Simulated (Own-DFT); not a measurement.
# Same atoms, different arrangement: C34N2Si36, 72 atoms

These are calculations, not measurements. The program, named Own-DFT, is a retired in-house plane-wave density functional code that no person has reviewed. Each row is one single-point run on a periodic cell that was not relaxed, without spin or spin-orbit coupling.

Settings of every run: PBE; PseudoDojo norm-conserving scalar-relativistic files; cutoff 42 hartree; 4 x 4 x 3 k mesh centred on Gamma; Fermi-Dirac smearing of 0.1 eV.

Known limits: not probed for a lower state with spin; forces on such cells passed a denser k mesh, each cell not checked; stress not checked against mesh or cutoff.

All cells hold the same atoms in the same cell, with vectors in Å (9.248, 0.000, 0.000); (-4.624, 8.009, 0.000); (0.000, 0.000, 10.068). Every atom was moved at random from its ideal site; u is the rms move along one axis. The defect's site can differ from row to row. E is the free energy of the cell above the lowest run. The arrangements:

- A: 4H SiC, with two N on a C site each, 3.1 Å apart
- B: 2H SiC, with two N on a C site each, 3.1 Å apart

| arrangement | u (Å) | E (eV) | P (GPa) |
|---|---|---|---|
| A | 0.0284 | 0.086 | 2.64 |
| A | 0.0292 | 0.000 | 2.59 |
| A | 0.0305 | 0.342 | 2.75 |
| A | 0.0483 | 3.975 | 4.11 |
| A | 0.0501 | 3.713 | 3.96 |
| A | 0.0531 | 5.969 | 4.59 |
| B | 0.0278 | 0.936 | 2.87 |
| B | 0.0303 | 1.093 | 2.87 |
| B | 0.0305 | 1.647 | 3.05 |
| B | 0.0481 | 4.322 | 3.86 |
| B | 0.0487 | 5.333 | 4.30 |
| B | 0.0540 | 5.800 | 4.62 |

Question: once the cost of the random moves is taken out, how do the arrangements rank?

## Worked answer

Fit E = a + b u², with one b for all and one a for each arrangement, and with residuals divided by u², since the noise grows with the moves. Then b = 2492 eV/Å², the scatter at u = 0.04 Å is 0.36 eV, and against A:

- B: 1.01 ± 0.15 eV (higher)

These are energies of unrelaxed cells. Relaxing the atoms lowers the strained arrangements most, so the gaps would shrink and small ones could change sign.
